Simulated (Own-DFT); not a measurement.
# Computed records: GaN (wurtzite, strained, atoms displaced)

A calculation, not a measurement: plane-wave PBE density functional theory by an unreviewed code, no spin, of a simulated periodic cell, stress positive in tension, free energy of the whole cell less one offset for each atom, forces on such cells passed a denser k mesh, this cell's mesh not checked; offsets are fitted by least squares, one for each functional and potential file, so energies compare only between cells with the same atoms and settings and are not formation energies; the far tail of each file's local potential was reset to the Coulomb form; each entry is a single point on an unrelaxed cell, so the pressure reflects the starting lattice, mostly measured values (interpolated for alloys), from which strain is counted, and rises with the displacements; printed positions are rounded, which can move forces by about a meV/angstrom; the program, named Own-DFT, is a retired in-house code; no spin-orbit coupling. Program: Own-DFT development build.

### GaN (wurtzite, strained, atoms displaced)

```cif
# cell vector a (Å): 12.7560 0.0000 0.0000
# cell vector b (Å): -4.7835 8.2853 0.0000
# cell vector c (Å): 0.0000 0.0000 10.5774
data_GaN
_symmetry_space_group_name_H-M 'P 1'
_symmetry_Int_Tables_number 1
_cell_length_a 12.7560
_cell_length_b 9.5670
_cell_length_c 10.5774
_cell_angle_alpha 90.000
_cell_angle_beta 90.000
_cell_angle_gamma 120.000
_cell_volume 1117.90
loop_
_atom_site_label
_atom_site_type_symbol
_atom_site_fract_x
_atom_site_fract_y
_atom_site_fract_z
_atom_site_occupancy
Ga1 Ga 0.08202 0.22935 0.00174 1
Ga2 Ga 0.17246 0.11000 0.24744 1
N1 N 0.09529 0.22253 0.18010 1
N2 N 0.16007 0.10315 0.43713 1
Ga3 Ga 0.08322 0.22120 0.49785 1
Ga4 Ga 0.16891 0.11426 0.73798 1
N3 N 0.08348 0.21720 0.68266 1
N4 N 0.16892 0.11523 0.94068 1
Ga5 Ga 0.09327 0.56375 0.00186 1
Ga6 Ga 0.16824 0.44233 0.24705 1
N5 N 0.09144 0.55439 0.18748 1
N6 N 0.16411 0.44150 0.43908 1
Ga7 Ga 0.08812 0.56232 0.50261 1
Ga8 Ga 0.16095 0.44225 0.74941 1
N7 N 0.08470 0.55425 0.69052 1
N8 N 0.16155 0.44233 0.94125 1
Ga9 Ga 0.07904 0.88936 0.99365 1
Ga10 Ga 0.16531 0.77322 0.25101 1
N9 N 0.07725 0.88551 0.19927 1
N10 N 0.16943 0.78604 0.43265 1
Ga11 Ga 0.08138 0.88471 0.50836 1
Ga12 Ga 0.15842 0.76746 0.74652 1
N11 N 0.08266 0.88826 0.68899 1
N12 N 0.16695 0.77167 0.93326 1
Ga13 Ga 0.33119 0.22145 0.00167 1
Ga14 Ga 0.41984 0.11081 0.25520 1
N13 N 0.33289 0.23015 0.19171 1
N14 N 0.41669 0.11590 0.44570 1
Ga15 Ga 0.33212 0.21822 0.50182 1
Ga16 Ga 0.41883 0.11652 0.75171 1
N15 N 0.33099 0.21815 0.69153 1
N16 N 0.42766 0.11907 0.94381 1
Ga17 Ga 0.32900 0.55613 0.99810 1
Ga18 Ga 0.41492 0.44383 0.24821 1
N17 N 0.33220 0.55066 0.17588 1
N18 N 0.41946 0.44531 0.44380 1
Ga19 Ga 0.33764 0.57006 0.50015 1
Ga20 Ga 0.41471 0.43939 0.75346 1
N19 N 0.32835 0.55078 0.69100 1
N20 N 0.42426 0.45331 0.93355 1
Ga21 Ga 0.33233 0.89346 0.00236 1
Ga22 Ga 0.41510 0.78478 0.25350 1
N21 N 0.33006 0.88903 0.18756 1
N22 N 0.40753 0.77139 0.44155 1
Ga23 Ga 0.32974 0.88321 0.49945 1
Ga24 Ga 0.41875 0.78167 0.74952 1
N23 N 0.32390 0.88707 0.69837 1
N24 N 0.40955 0.77493 0.94244 1
Ga25 Ga 0.59014 0.22003 0.99922 1
Ga26 Ga 0.66604 0.10262 0.24611 1
N25 N 0.58175 0.22238 0.19890 1
N26 N 0.65986 0.11129 0.43974 1
Ga27 Ga 0.57444 0.21255 0.49730 1
Ga28 Ga 0.67372 0.12004 0.75455 1
N27 N 0.58217 0.21997 0.68802 1
N28 N 0.66500 0.10348 0.93709 1
Ga29 Ga 0.58598 0.56160 0.99904 1
Ga30 Ga 0.66041 0.43636 0.25475 1
N29 N 0.58108 0.55726 0.18941 1
N30 N 0.67248 0.44103 0.43360 1
Ga31 Ga 0.58604 0.56168 0.50553 1
Ga32 Ga 0.66962 0.43817 0.75395 1
N31 N 0.58407 0.55006 0.68423 1
N32 N 0.66859 0.44781 0.94229 1
Ga33 Ga 0.58049 0.88973 0.99818 1
Ga34 Ga 0.65996 0.77540 0.25652 1
N33 N 0.57546 0.89607 0.18476 1
N34 N 0.66016 0.77145 0.42776 1
Ga35 Ga 0.57997 0.88214 0.49997 1
Ga36 Ga 0.67165 0.77320 0.75495 1
N35 N 0.57859 0.88568 0.68617 1
N36 N 0.66303 0.77518 0.93294 1
Ga37 Ga 0.83396 0.22541 0.99397 1
Ga38 Ga 0.90433 0.10033 0.24420 1
N37 N 0.83050 0.23182 0.18443 1
N38 N 0.91948 0.11534 0.44632 1
Ga39 Ga 0.83908 0.23007 0.49678 1
Ga40 Ga 0.91851 0.12237 0.74948 1
N39 N 0.83107 0.22373 0.69342 1
N40 N 0.91570 0.11664 0.94224 1
Ga41 Ga 0.82988 0.55767 0.00751 1
Ga42 Ga 0.90719 0.44205 0.24981 1
N41 N 0.82814 0.55748 0.18129 1
N42 N 0.91929 0.43734 0.43351 1
Ga43 Ga 0.82919 0.55477 0.50764 1
Ga44 Ga 0.91641 0.44404 0.74845 1
N43 N 0.83286 0.55226 0.69179 1
N44 N 0.91175 0.45039 0.93865 1
Ga45 Ga 0.83603 0.89067 0.00022 1
Ga46 Ga 0.92052 0.78038 0.25329 1
N45 N 0.82816 0.88359 0.18365 1
N46 N 0.92097 0.77079 0.43705 1
Ga47 Ga 0.83521 0.89410 0.49967 1
Ga48 Ga 0.92282 0.77408 0.75883 1
N47 N 0.83555 0.89002 0.69161 1
N48 N 0.92081 0.78626 0.94213 1
```

* functional: PBE
* potential files: PseudoDojo norm-conserving, scalar-relativistic, standard set with the stringent files for Ga
* wave cutoff: 96 hartree
* occupations: Gaussian
* smearing width: 0.01 eV
* k mesh: 3 x 4 x 3 centred on Gamma
* stress xx: ?
* stress zz: ?
* pressure: ?

Q: Estimate the stress xx of GaN (wurtzite, strained, atoms displaced).
A: -4.88 GPa

Q: Give the missing stress zz for GaN (wurtzite, strained, atoms displaced).
A: 0.54 GPa

Q: What pressure does the calculation give for GaN (wurtzite, strained, atoms displaced)?
A: 3.28 GPa

Q: Give the table of force values for GaN (wurtzite, strained, atoms displaced).
A: 
Force:
| element | x (eV/Å) | y (eV/Å) | z (eV/Å) |
| --- | --- | --- | --- |
| Ga | 0.869 | -1.068 | -0.127 |
| Ga | -1.107 | -0.49 | 0.752 |
| N | -2.158 | -0.383 | 1.365 |
| N | 0.823 | 0.56 | 0.378 |
| Ga | 0.706 | 0.45 | -0.148 |
| Ga | -0.362 | -0.613 | 2.039 |
| N | -0.97 | 0.79 | 0.587 |
| N | -0.513 | -0.397 | -1.075 |
| Ga | -1.769 | -0.936 | 0.51 |
| Ga | 0.413 | -0.505 | 0.596 |
| N | -1.925 | 0.077 | -0.058 |
| N | 0.547 | 0.807 | -0.324 |
| Ga | -0.157 | -0.699 | -0.971 |
| Ga | 1.532 | -0.411 | 0.482 |
| N | -1.154 | -0.605 | -1.071 |
| N | 0.594 | 0.243 | -1.508 |
| Ga | 2.056 | 0.739 | 1.484 |
| Ga | -0.608 | 0.155 | -0.453 |
| N | 1.93 | 0.467 | -2.115 |
| N | -0.08 | -0.993 | 1.25 |
| Ga | 0.02 | 0.439 | -1.41 |
| Ga | 0.649 | 1.379 | 1.169 |
| N | 0.101 | -0.336 | 0.246 |
| N | -0.983 | 1.494 | 0.363 |
| Ga | 0.861 | 0.896 | 0.028 |
| Ga | -1.318 | 0.142 | -0.276 |
| N | 1.71 | -1.373 | -0.615 |
| N | -0.523 | -1.824 | -1.208 |
| Ga | -1.227 | 0.857 | 0.054 |
| Ga | 0.021 | -0.99 | 0.645 |
| N | 0.636 | 0.613 | -0.742 |
| N | -1.479 | -0.603 | -0.538 |
| Ga | 0.973 | -0.319 | -0.691 |
| Ga | -0.057 | 0.918 | 0.804 |
| N | -0.048 | 1.121 | 2.227 |
| N | -0.669 | 0.165 | -0.636 |
| Ga | 0.188 | -4.278 | 1.196 |
| Ga | -0.094 | 0.788 | -0.745 |
| N | 0.306 | 0.587 | -0.272 |
| N | -1.048 | -1.015 | 0.785 |
| Ga | 0.199 | 0.026 | -0.567 |
| Ga | -0.149 | -1.501 | -0.854 |
| N | -0.04 | 0.512 | 0.474 |
| N | 0.99 | 2.501 | -1.49 |
| Ga | -0.618 | 1.265 | 1.387 |
| Ga | -1.066 | -0.775 | 0.769 |
| N | 1.335 | 0.367 | -1.53 |
| N | 0.705 | 0.804 | -0.795 |
| Ga | -0.875 | 0.883 | 1.19 |
| Ga | -0.884 | 1.941 | 1.329 |
| N | 0.804 | -0.722 | -1.653 |
| N | 1.856 | -0.959 | -0.519 |
| Ga | 1.417 | 1.824 | 0.979 |
| Ga | -1.492 | -1.834 | -0.85 |
| N | 0.383 | 0.061 | 0.001 |
| N | 0.321 | 0.947 | -0.007 |
| Ga | -0.134 | -0.757 | 0.8 |
| Ga | 0.058 | 1.584 | -0.624 |
| N | 0.365 | -0.106 | -0.363 |
| N | -1.341 | 0.063 | 1.369 |
| Ga | 0.422 | -1.45 | -0.983 |
| Ga | -1.144 | 0.338 | 0.043 |
| N | 0.17 | 0.264 | 1.185 |
| N | -0.072 | -0.499 | -0.61 |
| Ga | -0.207 | -1.331 | 0.021 |
| Ga | 0.137 | -0.164 | -2.811 |
| N | 1.402 | -1.551 | -0.012 |
| N | 0.623 | 1.162 | 2.683 |
| Ga | -0.16 | 1.087 | 0.382 |
| Ga | -1.055 | 0.074 | -1.295 |
| N | 1.338 | 0.559 | 0.17 |
| N | 0.593 | 1.056 | 1.216 |
| Ga | -0.414 | 0.702 | 0.755 |
| Ga | 1.368 | 1.712 | 0.396 |
| N | 0.785 | -1.752 | -0.249 |
| N | -0.824 | -0.928 | -1.707 |
| Ga | -1.265 | -1.511 | 0.715 |
| Ga | 0.84 | -1.481 | 0.367 |
| N | 0.862 | 0.562 | -1.292 |
| N | 0.543 | -0.538 | -0.869 |
| Ga | 0.603 | 0.242 | -1.393 |
| Ga | 1.129 | 1.317 | -0.14 |
| N | 0.338 | 0.041 | 2.259 |
| N | -0.686 | 2.027 | 0.601 |
| Ga | 0.91 | -0.312 | -0.947 |
| Ga | 0.072 | 0.274 | 1.096 |
| N | 0.182 | 0.626 | -0.244 |
| N | 1.206 | -0.119 | -0.315 |
| Ga | -1.136 | 0.221 | -0.319 |
| Ga | -1.463 | -1.065 | 0.061 |
| N | -0.232 | -0.047 | 0.796 |
| N | -1.525 | 0.377 | 0.692 |
| Ga | 0.338 | -0.959 | 0.444 |
| Ga | -1.564 | 0.403 | -0.734 |
| N | 0.313 | 0.056 | -0.329 |
| N | -0.946 | -1.368 | -0.659 |

Further results for GaN (wurtzite, strained, atoms displaced):

- free energy of cell above offsets: -5.457 eV
- stress yy: -5.51 GPa
- stress yz: 0.31 GPa
- stress xz: 0.17 GPa
- stress xy: -0.8 GPa
